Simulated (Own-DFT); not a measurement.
# Stretching a layer in its plane: wurtzite GaN, 72 atoms (Ga36N36)

No measurement is shown. These are fixed-geometry runs of a retired plane-wave code named Own-DFT, which no person has reviewed; spin and spin-orbit coupling are neglected.

Method: PBE; PseudoDojo norm-conserving scalar-relativistic files (stringent for Ga); cutoff 96 hartree; 4 x 4 x 3 k mesh centred on Gamma; Gaussian smearing of 0.01 eV.

Keep in mind: forces not confirmed at this smearing and k mesh; stress not checked against mesh or cutoff.

Unstrained cell vectors in Å: (9.567, 0.000, 0.000); (-4.784, 8.285, 0.000); (0.000, 0.000, 10.370). The unstrained cell has measured lattice constants (interpolated for alloys), not those of this functional. That, the random moves and any unrelaxed bonds set the pressure at no strain. Each run strains x and y alike by e, as a substrate would, and holds the height along z. Random moves of width 0.05 Å per axis were added to every atom. Stress is positive in tension.

| e (%) | u (Å) | (s_xx + s_yy)/2 (GPa) | s_zz (GPa) |
|---|---|---|---|
| -3.00 | 0.052 | -26.04 | -11.57 |
| -1.25 | 0.053 | -13.89 | -9.73 |
| -1.00 | 0.050 | ? | ? |
| -0.50 | 0.052 | -10.81 | -6.82 |
| 0.25 | 0.047 | -5.73 | -6.38 |
| 0.50 | 0.047 | -4.44 | -5.65 |
| 1.25 | 0.049 | -1.24 | -3.85 |
| 1.50 | 0.049 | 1.01 | -6.88 |
| 1.75 | 0.051 | 2.23 | -5.77 |
| 2.00 | 0.043 | 2.82 | -3.62 |

## Analysis

With e as a fraction, the in-plane stress is -7.3 + 558 e - 2143 e² GPa (errors 13 and 757, scatter 0.54), and s_zz is -7.1 + 141 e GPa (slope ± 26, scatter 1.20). At e = 0 the first slope is C11 + C12 and the second 2 C13, both with the ions held to the strained lattice and at the cell's own pressure. A free layer would change its height as e changes, and the in-plane slope would drop by 2 C13²/C33 to the biaxial modulus. At fixed height, a misfit of 1 % moves the in-plane stress by about 5.6 GPa and s_zz by 1.4 GPa.

## Prediction

Question: what are the two stresses at e = -1.00 %?

From the fit: -13.0 and -8.5 GPa. Computed: -12.35 and -8.55 GPa.
